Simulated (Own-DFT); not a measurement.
Simulation results for In₃GaP₄ (zincblende random alloy, strained, atoms displaced)

All values are calculated (Own-DFT development build). A calculation, not a measurement: plane-wave PBE density functional theory by an unreviewed code, no spin, of a simulated periodic cell, stress positive in tension, free energy of the whole cell less one offset for each atom, forces on such cells passed a denser k mesh, this cell's mesh not checked; offsets are fitted by least squares, one for each functional and potential file, so energies compare only between cells with the same atoms and settings and are not formation energies; the far tail of each file's local potential was reset to the Coulomb form; each entry is a single point on an unrelaxed cell, so the pressure reflects the starting lattice, mostly measured values, from which strain is counted, and rises with the displacements; printed positions are rounded, which can move forces by about a meV/angstrom; the program is a retired in-house code; no spin-orbit coupling.

Common to all runs: functional PBE; potential files PseudoDojo norm-conserving, scalar-relativistic, standard set; wave cutoff 42 hartree; occupations Fermi-Dirac; smearing width 0.1 eV; k mesh 3 x 3 x 3 centred on Gamma.

(1) In₃GaP₄ (zincblende random alloy, strained, atoms displaced)

```
cell vectors (Å)
  11.3066     0.0000     0.0000
   0.0000    11.3066     0.0000
   0.0000     0.0000    11.7722
atoms (fractions of the cell vectors)
Ga  0.99884  0.00205  0.99941
Ga  0.99269  0.25077  0.25672
In  0.24882  0.99451  0.25422
In  0.24941  0.24618  0.00319
P   0.12488  0.13050  0.12341
P   0.12077  0.37122  0.37002
P   0.38080  0.13298  0.38082
P   0.37234  0.38272  0.13271
Ga  0.00494  0.00383  0.49570
In  0.99334  0.24507  0.75145
In  0.24579  0.99649  0.75419
In  0.24915  0.24385  0.50125
P   0.12177  0.12931  0.62881
P   0.12816  0.37703  0.87356
P   0.36896  0.12803  0.87549
P   0.37672  0.37623  0.62915
Ga  0.00563  0.49797  0.00651
In  0.00325  0.74591  0.24204
In  0.24912  0.50158  0.25014
Ga  0.24311  0.74756  0.00695
P   0.12302  0.62089  0.12661
P   0.12240  0.87556  0.37766
P   0.37087  0.62497  0.38045
P   0.37842  0.88178  0.12846
In  0.00509  0.49892  0.50099
In  0.99894  0.75283  0.74729
In  0.24282  0.49737  0.74684
Ga  0.25168  0.75373  0.50015
P   0.12529  0.62290  0.62942
P   0.12606  0.87750  0.86995
P   0.37356  0.62794  0.87064
P   0.38348  0.87376  0.62623
In  0.50167  0.00141  0.00344
In  0.50070  0.23886  0.24357
In  0.75015  0.99636  0.24506
In  0.74977  0.24936  0.00153
P   0.63394  0.12319  0.12153
P   0.62676  0.37810  0.37696
P   0.86939  0.12319  0.38218
P   0.87755  0.37588  0.12582
In  0.50601  0.99716  0.50362
In  0.49971  0.25353  0.74715
In  0.75184  0.00707  0.75087
In  0.75627  0.25252  0.49687
P   0.61993  0.12495  0.62563
P   0.62311  0.37631  0.87285
P   0.87768  0.12913  0.87625
P   0.87790  0.36752  0.62829
In  0.49133  0.50174  0.00262
In  0.49237  0.74905  0.24882
In  0.74944  0.50498  0.25856
In  0.74457  0.74821  0.99457
P   0.62563  0.62859  0.11870
P   0.63068  0.87830  0.37602
P   0.87475  0.62494  0.37790
P   0.87249  0.87365  0.12120
In  0.49920  0.49318  0.50345
In  0.50155  0.74431  0.75542
Ga  0.74908  0.49891  0.75406
Ga  0.74862  0.75501  0.49999
P   0.62251  0.62157  0.62857
P   0.63808  0.88404  0.88659
P   0.87856  0.62870  0.87747
P   0.87306  0.87544  0.62466
```

Results for In₃GaP₄ (zincblende random alloy, strained, atoms displaced): free energy of cell above offsets -28.998 eV; pressure 5.72 GPa; stress xx -6.33 GPa; stress yy -6.33 GPa; stress zz -4.49 GPa; stress yz 0.61 GPa; stress xz 1.17 GPa; stress xy 0.24 GPa.

Force:
```tsv
element	x (eV/Å)	y (eV/Å)	z (eV/Å)
Ga	0.2	-0.037	0.058
Ga	0.107	-0.297	-0.491
In	0.05	1.314	0.065
In	0.222	1.288	-0.117
P	-1.864	-1.047	1.153
P	-0.117	-0.586	-0.118
P	-0.195	-1.506	-0.447
P	0.49	-1.467	-0.705
Ga	-0.452	-0.108	0.641
In	1.035	0.868	0.414
In	1.048	0.631	-1.247
In	-0.202	1.062	0.171
P	-0.226	-1.506	-0.928
P	-1.299	-0.128	1.276
P	1.045	-0.364	-0.14
P	-1.046	-0.253	-0.55
Ga	-0.417	-0.17	-0.834
In	-0.946	0.751	1.04
In	-0.366	0.102	0.973
Ga	0.551	0.392	-0.704
P	0.564	0.003	-1.798
P	-0.074	-0.484	1.162
P	-0.372	0.575	0.556
P	-1.299	-1.148	-0.96
In	-0.475	-0.165	0.116
In	-0.063	-0.21	0.118
In	1.016	0.259	0.432
Ga	-0.073	-0.129	0.474
P	0.432	1.446	-1.561
P	-0.875	-0.867	2.767
P	-1.593	0.02	1.572
P	-1.486	-0.586	-0.278
In	-0.364	0.386	-0.782
In	0.366	1.261	0.262
In	0.621	0.152	0.604
In	0.403	0.967	-0.595
P	-0.756	0.034	0.387
P	-0.525	-0.902	-0.537
P	1.993	-0.724	-1.308
P	0.775	0.211	0.426
In	-0.418	0.141	-0.617
In	-0.028	-0.574	0.662
In	-0.012	-0.203	-0.267
In	-1.175	0.237	0.943
P	0.993	0.599	-0.012
P	0.627	0.672	0.107
P	0.156	-1.346	1.338
P	-0.957	1.917	0.297
In	0.506	0.061	-0.51
In	0.929	-0.201	0.495
In	-0.114	-0.091	-1.262
In	1.168	-0.438	0.619
P	-0.428	-0.604	1.162
P	-0.132	-1.351	0.241
P	-0.015	1.326	0.89
P	1.224	0.42	-0.74
In	0.057	0.65	-0.249
In	0.938	1.283	0.116
Ga	0.394	0.089	-0.196
Ga	0.139	-0.444	0.207
P	1.813	0.149	-0.333
P	-1.64	0.133	-1.811
P	0.075	-1.929	-0.065
P	0.064	0.464	-1.58
```

(2) In₃GaP₄ (zincblende random alloy, strained, atoms displaced)

```
cell vectors (Å)
  11.3066     0.0000     0.0000
   0.0000    11.3066     0.0000
   0.0000     0.0000    11.7722
atoms (fractions of the cell vectors)
Ga  0.00080  0.99617  0.99108
In  0.99606  0.25031  0.25718
In  0.25721  0.00432  0.24693
In  0.25145  0.24858  0.99425
P   0.12808  0.12711  0.12575
P   0.12432  0.37772  0.37506
P   0.37191  0.12724  0.37497
P   0.36945  0.38149  0.12899
In  0.99408  0.99609  0.49822
In  0.99906  0.25205  0.74827
In  0.25320  0.99600  0.75529
Ga  0.25234  0.25022  0.50330
P   0.12617  0.11286  0.62112
P   0.12272  0.38332  0.86996
P   0.37828  0.12497  0.87217
P   0.38457  0.37657  0.62223
Ga  0.99408  0.49870  0.99450
In  0.00899  0.74503  0.23802
In  0.24797  0.50018  0.24846
In  0.25507  0.74975  0.99502
P   0.12049  0.61699  0.12104
P   0.12917  0.87314  0.38148
P   0.37064  0.61816  0.37747
P   0.37256  0.87812  0.11876
In  0.99936  0.49783  0.50362
In  0.99836  0.74629  0.74145
In  0.24757  0.50345  0.74576
In  0.25214  0.75197  0.49974
P   0.12646  0.62903  0.62179
P   0.13235  0.87572  0.87504
P   0.37478  0.62849  0.86856
P   0.37506  0.87546  0.62422
In  0.50915  0.00425  0.00065
In  0.50776  0.24557  0.24652
In  0.75667  0.00547  0.24754
In  0.74326  0.24433  0.00271
P   0.62693  0.12344  0.12735
P   0.62932  0.37442  0.36838
P   0.87535  0.12495  0.38407
P   0.87062  0.37891  0.12310
In  0.50466  0.99246  0.50494
In  0.50132  0.24503  0.75777
Ga  0.74314  0.00210  0.75473
Ga  0.74586  0.24314  0.49684
P   0.62705  0.12701  0.63150
P   0.62634  0.37530  0.87657
P   0.87595  0.12821  0.86417
P   0.87613  0.37485  0.62484
Ga  0.50139  0.50417  0.00183
In  0.49849  0.74596  0.25587
In  0.74841  0.49962  0.24376
Ga  0.74732  0.74721  0.00256
P   0.62752  0.63012  0.11868
P   0.62350  0.87004  0.37146
P   0.88217  0.63001  0.37948
P   0.87459  0.87559  0.13100
In  0.50520  0.50341  0.49456
Ga  0.49305  0.74420  0.74351
In  0.75455  0.49680  0.75397
In  0.74349  0.74676  0.49898
P   0.62533  0.61853  0.62874
P   0.62400  0.87778  0.88269
P   0.88122  0.61895  0.87171
P   0.87636  0.87299  0.62031
```

It finds free energy of cell above offsets -29.001 eV; pressure 5.7 GPa; stress xx -6.33 GPa; stress yy -6.38 GPa; stress zz -4.4 GPa; stress yz -0.04 GPa; stress xz 0.53 GPa; stress xy 0.11 GPa.

Force:
```tsv
element	x (eV/Å)	y (eV/Å)	z (eV/Å)
Ga	-0.072	0.396	0.475
In	0.227	0.216	-0.856
In	-0.812	-0.604	0.407
In	-0.328	0.735	0.268
P	-1.39	-0.515	-0.836
P	0.786	-0.948	1.046
P	0.55	0.611	1.198
P	1.818	-0.514	-1.587
In	0.867	-0.284	0.069
In	1.048	-0.211	-0.701
In	0.052	0.523	-0.782
Ga	-0.142	0.016	-0.054
P	0.709	1.666	-0.008
P	-0.47	-0.213	1.172
P	-0.282	-0.551	0.87
P	-1.157	-0.878	-0.143
Ga	0.324	-0.288	0.391
In	-0.431	0.796	1.623
In	-0.582	0.173	0.408
In	-0.556	-0.432	0.702
P	0.356	-0.592	-1.814
P	-0.393	0.455	-1.711
P	0.122	0.638	-0.301
P	0.896	-0.393	0.605
In	0.176	0.263	-0.338
In	0.264	0.703	0.914
In	0.602	-0.29	-0.407
In	0.234	-0.312	0.103
P	0.137	-0.468	-0.196
P	-2.054	-0.177	0.432
P	1.563	-0.613	0.282
P	0.677	-0.977	1.129
In	-1.239	-0.12	0.207
In	-1.419	0.75	0.525
In	-0.371	-0.399	0.983
In	1.146	0.516	-0.687
P	0.141	-0.304	0.052
P	0.446	-0.765	1.276
P	-1.163	0.813	-0.202
P	1.304	-0.408	-0.989
In	0	1.016	-0.625
In	0.146	1.205	-0.909
Ga	0.692	-0.442	-0.264
Ga	0.153	0.702	0.506
P	1.054	-0.441	-0.755
P	-0.947	0.677	0.969
P	-0.667	-1.778	1.393
P	-1.259	-0.989	-0.977
Ga	-0.246	-0.162	-0.264
In	-0.697	0.039	-1.093
In	0.579	1.1	0.751
Ga	0.729	0.513	-0.497
P	-0.651	-0.308	-0.547
P	0.545	0.976	0.024
P	-0.573	-0.377	-0.97
P	0.392	-0.291	-2.445
In	0.136	-0.701	0.135
Ga	0.558	0.425	0.201
In	-0.331	-0.198	-0.302
In	0.458	-0.024	0.259
P	-0.53	1.058	0.683
P	1.106	-1.59	-1.88
P	-0.405	1.038	1.743
P	-1.829	0.54	1.336
```

(3) In₃GaP₄ (zincblende random alloy, strained, atoms displaced)

```
cell vectors (Å)
  11.3066     0.0000     0.0000
   0.0000    11.3066     0.0000
   0.0000     0.0000    11.7722
atoms (fractions of the cell vectors)
In  0.00058  0.99672  0.99970
In  0.00865  0.24931  0.24626
In  0.24805  0.01203  0.25097
In  0.24766  0.25372  0.99621
P   0.12003  0.12593  0.12614
P   0.11892  0.37837  0.37753
P   0.36748  0.12334  0.36936
P   0.37953  0.36857  0.12825
In  0.00203  0.00267  0.50022
In  0.00615  0.23837  0.75509
In  0.24794  0.00577  0.74542
In  0.24724  0.24862  0.49913
P   0.12785  0.12584  0.62334
P   0.12344  0.37161  0.88458
P   0.37710  0.12760  0.87686
P   0.37691  0.37454  0.62535
In  0.99996  0.49972  0.00025
In  0.00156  0.74724  0.24637
Ga  0.24834  0.50142  0.24694
In  0.25222  0.75546  0.00028
P   0.12135  0.62001  0.12072
P   0.12518  0.87572  0.37229
P   0.36835  0.63327  0.37696
P   0.37964  0.87567  0.12966
Ga  0.00487  0.50318  0.49983
In  0.00374  0.75191  0.75193
Ga  0.24226  0.50189  0.74983
In  0.25015  0.75377  0.50386
P   0.12487  0.63025  0.62497
P   0.12542  0.87861  0.86934
P   0.38103  0.62188  0.87889
P   0.37566  0.87645  0.61928
Ga  0.50104  0.99619  0.99668
In  0.50066  0.25980  0.24654
In  0.74602  0.99550  0.25054
In  0.74413  0.24621  0.00367
P   0.61538  0.13018  0.12360
P   0.62914  0.37415  0.37710
P   0.87696  0.12995  0.37668
P   0.87213  0.37482  0.12608
In  0.50238  0.99599  0.50372
In  0.49618  0.24829  0.74986
Ga  0.75322  0.99719  0.74725
In  0.75190  0.24670  0.50214
P   0.62578  0.12997  0.63481
P   0.62527  0.37857  0.86932
P   0.87254  0.12445  0.88198
P   0.86671  0.38240  0.62418
In  0.50613  0.50050  0.99518
Ga  0.49780  0.74910  0.25567
Ga  0.75140  0.50843  0.24696
In  0.74496  0.75593  0.99784
P   0.62473  0.62953  0.12609
P   0.62820  0.86912  0.37600
P   0.88005  0.62648  0.37418
P   0.87961  0.87050  0.12146
In  0.49805  0.49973  0.49827
In  0.50499  0.75180  0.75200
Ga  0.75211  0.50254  0.75128
In  0.74850  0.74332  0.50027
P   0.62354  0.62599  0.61756
P   0.62717  0.87628  0.87670
P   0.87830  0.62158  0.87210
P   0.87626  0.86683  0.62965
```

Results for In₃GaP₄ (zincblende random alloy, strained, atoms displaced): free energy of cell above offsets -29.343 eV; pressure 5.64 GPa; stress xx -6.31 GPa; stress yy -6.2 GPa; stress zz -4.41 GPa; stress yz -0.04 GPa; stress xz -0.13 GPa; stress xy 0.24 GPa.

Force:
```tsv
element	x (eV/Å)	y (eV/Å)	z (eV/Å)
In	0.005	0.163	-0.077
In	-1.378	0.847	0.693
In	-0.441	-1.712	-0.9
In	0.887	-0.847	1.264
P	0.799	-0.333	-1.289
P	0.753	1.224	-0.108
P	2.045	1.064	1.422
P	-1.859	2.335	-0.846
In	-0.547	-0.647	-0.015
In	-1.025	1.254	-0.278
In	1.004	-0.453	0.426
In	0.503	0.707	-0.317
P	-0.506	0.06	-0.173
P	0.127	1.244	-2.362
P	0.171	-1.328	0.709
P	-1.413	0.713	0.511
In	-0.897	-0.394	0.036
In	0.255	0.093	0.291
Ga	0.146	-0.087	0.192
In	0.059	-0.394	0.008
P	1.594	0.146	0.877
P	-0.009	0.037	0.043
P	0.521	-1.029	-1.729
P	0.8	0.331	-0.09
Ga	-0.723	-0.048	0.243
In	-0.332	-0.549	0.273
Ga	0.603	-0.242	0.224
In	-0.537	0.187	-0.495
P	0.026	-1.838	0.014
P	0.558	0.041	0.638
P	-1.639	0.172	-1.371
P	0	-0.107	1.565
Ga	-0.199	0.318	0.416
In	0.441	-1.063	1.794
In	0.467	0.665	-0.485
In	0.121	0.866	-0.435
P	-0.14	-1.958	-0.345
P	0.45	0.962	-0.927
P	-0.054	-0.647	-0.642
P	-0.535	0.62	0.682
In	0.379	1.046	-0.79
In	0.102	0.703	0.43
Ga	0.042	0.184	0.37
In	-0.199	0.319	0.172
P	0.892	-1.667	-0.424
P	1.089	0.033	-0.502
P	-0.586	-0.908	-1.243
P	1.446	0.538	0.538
In	-0.111	-0.46	1.154
Ga	0.108	0.017	-0.239
Ga	0.093	-0.493	0.31
In	0.979	-1.016	0.237
P	-0.205	-0.137	1.421
P	-1.105	-0.262	-0.562
P	-0.211	-1.435	0.133
P	-0.647	0.385	0.401
In	-0.18	0.011	-0.488
In	-0.493	-0.264	-0.469
Ga	-0.247	0.085	-0.335
In	0.864	0.393	-0.227
P	0.299	-0.953	1.944
P	-0.35	1.938	-0.711
P	-1.182	0.013	-0.285
P	-0.88	1.554	-0.269
```

(4) In₃GaP₄ (zincblende random alloy, strained, atoms displaced)

```
cell vectors (Å)
  11.3066     0.0000     0.0000
   0.0000    11.3066     0.0000
   0.0000     0.0000    11.7722
atoms (fractions of the cell vectors)
In  0.99842  0.00459  0.99873
In  0.99966  0.25087  0.24628
Ga  0.25297  0.99130  0.24038
In  0.24763  0.25699  0.00697
P   0.12420  0.12540  0.12397
P   0.12980  0.38225  0.36936
P   0.37689  0.11990  0.37079
P   0.38482  0.38033  0.12128
In  0.99210  0.99872  0.49749
In  0.99626  0.24985  0.74729
In  0.25456  0.00870  0.74243
In  0.25071  0.25153  0.50049
P   0.12540  0.12473  0.61999
P   0.12657  0.38083  0.87693
P   0.37719  0.12251  0.87290
P   0.37873  0.37020  0.61751
Ga  0.00120  0.50133  0.99694
In  0.00195  0.75592  0.24802
In  0.25078  0.49812  0.25084
In  0.26015  0.75566  0.99538
P   0.12502  0.62981  0.12350
P   0.12552  0.87994  0.37648
P   0.37727  0.62466  0.37078
P   0.37530  0.87127  0.12349
Ga  0.00198  0.49628  0.50190
In  0.99614  0.74650  0.75282
Ga  0.24388  0.49882  0.75017
Ga  0.24642  0.74925  0.49920
P   0.11861  0.63030  0.62897
P   0.12460  0.87660  0.87504
P   0.37326  0.62622  0.87330
P   0.37414  0.87338  0.62293
In  0.50315  0.00637  0.00063
Ga  0.49636  0.23636  0.25425
Ga  0.75660  0.99679  0.24820
In  0.74778  0.24703  0.00028
P   0.62571  0.12631  0.11954
P   0.62145  0.37842  0.37890
P   0.87664  0.12445  0.37814
P   0.87271  0.37889  0.11520
In  0.50391  0.99595  0.49560
In  0.49731  0.24893  0.74412
Ga  0.75221  0.99955  0.75112
In  0.74802  0.25298  0.49569
P   0.62471  0.12542  0.62451
P   0.62622  0.37345  0.86957
P   0.87418  0.13604  0.86358
P   0.87178  0.37864  0.62698
In  0.50272  0.49834  0.00450
In  0.49927  0.75073  0.24932
In  0.75078  0.50865  0.25083
In  0.75459  0.75455  0.00624
P   0.62855  0.61800  0.12279
P   0.61609  0.87901  0.37127
P   0.87015  0.62288  0.38063
P   0.87376  0.86855  0.12136
In  0.50432  0.50279  0.50423
In  0.50093  0.74805  0.74293
In  0.75398  0.50080  0.74565
In  0.74198  0.74903  0.49670
P   0.63323  0.62637  0.62648
P   0.62967  0.87706  0.88084
P   0.87870  0.61727  0.88211
P   0.87730  0.87947  0.62626
```

Results for In₃GaP₄ (zincblende random alloy, strained, atoms displaced): free energy of cell above offsets -28.985 eV; pressure 5.72 GPa; stress xx -6.36 GPa; stress yy -6.31 GPa; stress zz -4.48 GPa; stress yz 0.06 GPa; stress xz -0.03 GPa; stress xy -0.22 GPa.

Force:
```tsv
element	x (eV/Å)	y (eV/Å)	z (eV/Å)
In	-0.364	-0.055	-0.631
In	-0.296	0.482	0.204
Ga	-0.26	0.565	0.583
In	0.675	-0.313	-0.699
P	0.871	-0.899	0.883
P	-1.653	-0.686	1.672
P	-0.846	-0.107	-1.018
P	-0.583	-1.916	2.109
In	1.004	0.043	0.389
In	1.489	1.002	-0.639
In	-0.518	-0.911	0.61
In	-0.282	-0.254	-1.033
P	-0.588	0.295	-0.063
P	-0.418	0.539	-0.42
P	-0.476	0.886	0.537
P	-1.047	1.551	1.34
Ga	0.401	0.004	0.551
In	-0.052	-0.784	0.813
In	0.553	0.853	-1.253
In	-1.429	-0.482	-0.129
P	-0.15	-0.898	-0.877
P	1.395	-0.298	-0.301
P	-0.78	0.594	1.537
P	0.154	1.426	0.61
Ga	-0.126	0.36	-0.029
In	-0.277	0.662	0.676
Ga	0.476	0.242	-0.252
Ga	0.211	-0.065	-0.078
P	1.383	-1.486	-1.526
P	0.23	0.368	-0.462
P	0.132	-1.268	-0.941
P	-0.614	-0.51	-1.038
In	-0.549	-0.798	-0.224
Ga	0.566	1.095	-0.476
Ga	-0.47	0.198	-0.005
In	0.243	0.64	-0.798
P	0.232	-0.199	2.813
P	-0.353	-0.927	-1.793
P	-1.049	-0.045	-1.692
P	0.898	0.556	0.343
In	-0.715	0.819	1.123
In	0.271	0.008	0.73
Ga	-0.179	0.205	-0.13
In	0.032	-0.131	0.472
P	0.932	-1.062	0.353
P	-0.28	0.219	0.123
P	-1.216	-2.226	1.015
P	1.399	-0.142	-1.752
In	0.423	0.472	-2.002
In	0.3	-0.556	-0.527
In	0.175	-1.421	0.146
In	-1.005	-1.577	-1.321
P	-0.389	1.545	0.127
P	2.314	-0.089	-1.23
P	1.833	-0.009	0.328
P	0.436	2.454	1.656
In	-0.452	0.439	-0.157
In	0.14	0.311	0.95
In	-0.249	0.173	1.35
In	0.636	1.125	-0.043
P	-0.752	-0.078	0.064
P	0.223	0.237	-1.481
P	-0.095	0.174	0.168
P	-1.514	-0.349	0.744
```
